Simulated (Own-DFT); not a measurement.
# PBE against PBEsol on the same cells

All numbers below are calculated, not measured. They come from Own-DFT, an in-house plane-wave density functional program, since retired, whose code no person has reviewed. Each row is one single-point run on a periodic cell that was not relaxed, without spin or spin-orbit coupling.

Known limits, some of them of some rows only: forces on such cells failed a check on a denser k mesh; forces on such cells moved up to 12 meV/angstrom on a denser k mesh; forces on such cells passed a denser k mesh, each cell not checked; stress not checked against mesh or cutoff.

Each cell was run twice at the same cutoff, k mesh and smearing, with PBE and with PBEsol, on PseudoDojo norm-conserving files made for PBE. Atoms were moved at random from their sites; u is the rms move along one axis. Files made for PBEsol would give a somewhat different change.

```
cell,atoms,volume (Å³/atom),u (Å),cutoff (hartree),P with PBE (GPa),P with PBEsol (GPa),change (GPa)
C11b WSi2 with one Si on a W site (Si21W9),30,13.44,0.025,50,5.76,1.91,-3.84
C11b WSi2 with one Si on a W site (Si21W9),30,13.44,0.030,50,6.70,2.84,-3.86
C11b WSi2 with one Si on a W site (Si21W9),30,13.44,0.033,50,6.57,2.72,-3.85
D0_22 TiAl3 with two Al vacancies (Al28Ti10),38,16.46,0.031,42,1.10,-0.73,-1.83
D0_22 TiAl3 with two Al vacancies (Al28Ti10),38,16.46,0.030,42,1.28,-0.55,-1.83
D0_22 TiAl3 with two Al vacancies (Al28Ti10),38,16.46,0.030,42,1.11,?,?
L1_0 TiAl (Al16Ti16),32,16.58,0.056,42,-1.45,-4.16,-2.71
L1_0 TiAl (Al16Ti16),32,16.06,0.140,42,6.20,3.35,-2.86
L1_0 TiAl (Al16Ti16),32,16.06,0.053,42,1.80,-1.05,-2.84
beta-Si3N4 (N24Si18),42,10.41,0.048,42,7.86,5.44,-2.42
beta-Si3N4 (N64Si48),112,10.41,0.048,42,8.22,5.81,-2.40
beta-Si3N4 (N24Si18),42,10.70,0.052,42,2.24,-0.11,-2.36
```

## Worked reading

Mean change of pressure by composition, in GPa: Si7W3, -3.85; AlTi, -2.80; N4Si3, -2.39; Al14Ti5, -1.83. At a fixed cell PBEsol gives the lower pressure, because it favours a smaller volume than PBE. Here the change varies more between materials than between cells of one material.

## Withheld value

Question: what PBEsol pressure should the Al28Ti10 cell with the blank give?

Adding the mean change of the cells with its composition, -1.83 GPa, to 1.11 gives -0.7 GPa. The calculation gave -0.72 GPa.
